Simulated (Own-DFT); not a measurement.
Simulation results for Hf7Si13 (HfSi2 crystal with substituted atoms, atoms displaced)

Computed with Own-DFT development build. A calculation, not a measurement: plane-wave density functional theory by an unreviewed code, no spin, of a simulated periodic cell, stress positive in tension, run twice, with PBE and with PBEsol, both on files made for PBE, so the change isn't that of files made for PBEsol, hafnium file: forces about 75 meV/angstrom off all-electron values; forces on such cells moved up to 12 meV/angstrom on a denser k mesh; the far tail of each file's local potential was reset to the Coulomb form; each entry is a single point on an unrelaxed cell, so the pressure reflects the starting lattice, taken from the Materials Project, from which strain is counted, and rises with the displacements; printed positions are rounded, which can move forces by about a meV/angstrom; the program, named Own-DFT, is a retired in-house code; no spin-orbit coupling; stress was not checked against mesh or cutoff.

```cif
# cell vector a (Å): -7.2972 7.0724 -1.7824
# cell vector b (Å): 3.6486 7.0873 5.7379
# cell vector c (Å): 3.6486 3.5213 -8.4115
data_Hf7Si13
_symmetry_space_group_name_H-M 'P 1'
_symmetry_Int_Tables_number 1
_cell_length_a 10.3172
_cell_length_b 9.8217
_cell_length_c 9.8217
_cell_angle_alpha 95.948
_cell_angle_beta 82.474
_cell_angle_gamma 82.474
_cell_volume 970.77
loop_
_atom_site_label
_atom_site_type_symbol
_atom_site_fract_x
_atom_site_fract_y
_atom_site_fract_z
_atom_site_occupancy
Hf1 Hf 0.52149 0.52849 0.74761 1
Hf2 Hf 0.27571 0.25314 0.04300 1
Si1 Si 0.41939 0.30466 0.79970 1
Si2 Si 0.37133 0.49125 0.99172 1
Si3 Si 0.25698 0.59293 0.70486 1
Si4 Si 0.53111 0.19620 0.09040 1
Hf3 Hf 0.72111 0.75753 0.95434 1
Hf4 Hf 0.48690 0.45660 0.24806 1
Si5 Si 0.62500 0.49749 0.98620 1
Si6 Si 0.57615 0.69782 0.20315 1
Si7 Si 0.48372 0.78378 0.89003 1
Si8 Si 0.71926 0.39329 0.31068 1
Hf5 Hf 0.92750 0.93633 0.14453 1
Hf6 Hf 0.67169 0.66702 0.44429 1
Si9 Si 0.82211 0.69790 0.20132 1
Si10 Si 0.77738 0.90147 0.40438 1
Si11 Si 0.66138 0.01444 0.11179 1
Si12 Si 0.91986 0.60358 0.49808 1
Hf7 Hf 0.01051 0.54839 0.76660 1
Hf8 Hf 0.76357 0.25658 0.04834 1
Si13 Si 0.93485 0.31116 0.77976 1
Si14 Si 0.86921 0.49002 0.99816 1
Si15 Si 0.77074 0.60818 0.69937 1
Si16 Si 0.02975 0.20703 0.09513 1
Hf9 Hf 0.22908 0.73601 0.95020 1
Hf10 Hf 0.97091 0.46226 0.24205 1
Si17 Si 0.12489 0.50235 0.99885 1
Si18 Si 0.07082 0.70181 0.21067 1
Si19 Si 0.98324 0.78953 0.90114 1
Si20 Si 0.22979 0.40983 0.30884 1
Hf11 Hf 0.42920 0.93535 0.14830 1
Hf12 Hf 0.18246 0.66116 0.44039 1
Si21 Si 0.32356 0.69394 0.19514 1
Si22 Si 0.28617 0.89838 0.38924 1
Si23 Si 0.18287 0.99757 0.09692 1
Si24 Si 0.42566 0.59330 0.48814 1
Hf13 Hf 0.61629 0.13285 0.34630 1
Hf14 Hf 0.36874 0.86508 0.64222 1
Si25 Si 0.52744 0.90101 0.39413 1
Hf15 Hf 0.46245 0.09464 0.60311 1
Si26 Si 0.37074 0.19082 0.31604 1
Si27 Si 0.61597 0.80134 0.68852 1
Hf16 Hf 0.81825 0.34633 0.55546 1
Hf17 Hf 0.57561 0.07304 0.85091 1
Si28 Si 0.72310 0.09874 0.60249 1
Si29 Si 0.68370 0.29902 0.80125 1
Si30 Si 0.56775 0.42336 0.52667 1
Si31 Si 0.82776 0.00615 0.90110 1
Hf18 Hf 0.13118 0.14034 0.35300 1
Hf19 Hf 0.86020 0.87212 0.63870 1
Si32 Si 0.02400 0.91471 0.41357 1
Si33 Si 0.97076 0.10808 0.61061 1
Si34 Si 0.85948 0.19740 0.29937 1
Si35 Si 0.13001 0.80549 0.69726 1
Hf20 Hf 0.33167 0.35210 0.56140 1
Hf21 Hf 0.07677 0.05575 0.83632 1
Si36 Si 0.20682 0.10162 0.59550 1
Si37 Si 0.17145 0.31004 0.78696 1
Si38 Si 0.06180 0.40525 0.50197 1
Si39 Si 0.32439 0.00139 0.89076 1
_calc_functional 'PBE, then PBEsol'
_calc_potential_files 'PseudoDojo norm-conserving, scalar-relativistic, standard set'
_calc_wave_cutoff 42  # hartree
_calc_occupations 'cold (Marzari-Vanderbilt)'
_calc_smearing_width 0.2  # eV
_calc_k_mesh '4 x 4 x 4 centred on Gamma'
_calc_PBE_pressure 6.98  # GPa
_calc_PBE_stress_xx -6.63  # GPa
_calc_PBE_stress_yy -7.46  # GPa
_calc_PBE_stress_zz -6.83  # GPa
_calc_PBE_stress_yz 0.37  # GPa
_calc_PBE_stress_xz -0.36  # GPa
_calc_PBE_stress_xy -0.89  # GPa
_calc_PBEsol_pressure 3.63  # GPa
_calc_PBEsol_stress_xx -3.65  # GPa
_calc_PBEsol_stress_yy -4.01  # GPa
_calc_PBEsol_stress_zz -3.23  # GPa
_calc_PBEsol_stress_yz 0.41  # GPa
_calc_PBEsol_stress_xz -0.4  # GPa
_calc_PBEsol_stress_xy -0.89  # GPa
_calc_rms_change_of_force_components_from_PBE_to_PBEsol 0.033  # eV/angstrom
```

Force:
```csv
force element,PBE force x (eV/Å),PBE force y (eV/Å),PBE force z (eV/Å),PBEsol force x (eV/Å),PBEsol force y (eV/Å),PBEsol force z (eV/Å)
Hf,3.416,3.769,-1.089,3.376,3.727,-1.05
Hf,0.401,0.396,-0.04,0.39,0.376,-0.063
Si,-0.017,0.179,-0.604,-0.071,0.157,-0.587
Si,0.18,0.608,-0.424,0.177,0.614,-0.412
Si,-1.168,0.96,0.058,-1.183,0.924,-0.006
Si,4.357,0.479,0.979,4.358,0.493,1.056
Hf,-0.783,-0.097,-0.744,-0.783,-0.093,-0.697
Hf,0.206,-2.058,0.948,0.221,-2.033,0.9
Si,0.474,0.627,-0.545,0.49,0.619,-0.536
Si,-0.13,-0.175,0.64,-0.124,-0.185,0.626
Si,1.675,-0.254,-0.272,1.686,-0.27,-0.343
Si,0.512,0.863,0.886,0.541,0.866,0.955
Hf,1.097,1.202,-0.416,1.096,1.191,-0.367
Hf,-1.06,-1.084,-0.81,-1.053,-1.079,-0.839
Si,-0.162,0.138,0.652,-0.166,0.142,0.635
Si,-0.338,-0.252,1.152,-0.323,-0.262,1.127
Si,-4.55,-1.475,-0.917,-4.548,-1.471,-0.996
Si,0.201,0.818,0.795,0.21,0.817,0.873
Hf,-1.196,0.09,1.415,-1.205,0.088,1.413
Hf,-1.276,1.507,-0.168,-1.243,1.471,-0.207
Si,1.033,-0.824,-1.709,1.044,-0.796,-1.661
Si,0.529,0.635,0.251,0.513,0.642,0.241
Si,0.081,-0.511,-0.622,0.083,-0.52,-0.69
Si,0.707,-0.744,-0.025,0.703,-0.718,0.018
Hf,0.575,0.876,0.12,0.578,0.861,0.157
Hf,-0.528,-0.394,-1.056,-0.518,-0.389,-1.08
Si,0.279,-0.189,-0.419,0.292,-0.192,-0.406
Si,-0.387,-0.042,0.737,-0.377,-0.044,0.723
Si,1.371,0.105,0.458,1.368,0.087,0.388
Si,-0.776,-1.035,0.425,-0.775,-0.99,0.474
Hf,0.37,0.009,0.726,0.372,0.033,0.745
Hf,1.157,-0.649,-0.553,1.134,-0.654,-0.578
Si,-0.308,0.198,0.117,-0.309,0.196,0.113
Si,0.597,-0.207,-0.115,0.603,-0.201,-0.107
Si,0.721,-0.75,-0.294,0.718,-0.749,-0.355
Si,2.357,1.565,0.889,2.374,1.539,0.965
Hf,0.862,2.972,-0.255,0.885,2.928,-0.256
Hf,-0.989,-3.007,-1.717,-0.972,-2.878,-1.64
Si,-0.484,-0.845,0.033,-0.459,-0.791,0.026
Hf,0.153,0.945,1.087,0.164,0.892,1.057
Si,-0.616,0.454,0.425,-0.634,0.433,0.368
Si,0.749,1.258,0.519,0.724,1.255,0.61
Hf,-0.224,0.45,0.235,-0.212,0.471,0.26
Hf,-1.341,-1.394,-1.255,-1.328,-1.402,-1.214
Si,0.467,0.417,1.027,0.486,0.384,1.003
Si,0.225,-0.139,0.442,0.229,-0.166,0.438
Si,-5.343,-3.388,0.983,-5.312,-3.337,0.871
Si,-0.17,-0.322,-0.042,-0.161,-0.307,-0.004
Hf,1.481,-0.775,1.251,1.464,-0.754,1.256
Hf,-1.582,0.384,-2.929,-1.563,0.37,-2.905
Si,-0.764,-0.856,0.464,-0.771,-0.843,0.452
Si,-0.229,-0.762,0.896,-0.215,-0.783,0.878
Si,-2.218,0.52,-0.951,-2.228,0.479,-1.001
Si,0.667,-0.847,0.704,0.662,-0.795,0.771
Hf,1.207,-1.432,1.553,1.145,-1.418,1.499
Hf,1.067,0.491,-0.768,1.042,0.471,-0.776
Si,-0.527,0.474,-0.047,-0.573,0.493,-0.064
Si,-0.077,0.177,-1.445,-0.091,0.191,-1.416
Si,-1.295,0.301,-0.738,-1.29,0.273,-0.802
Si,-0.635,0.642,0.099,-0.639,0.642,0.159
```
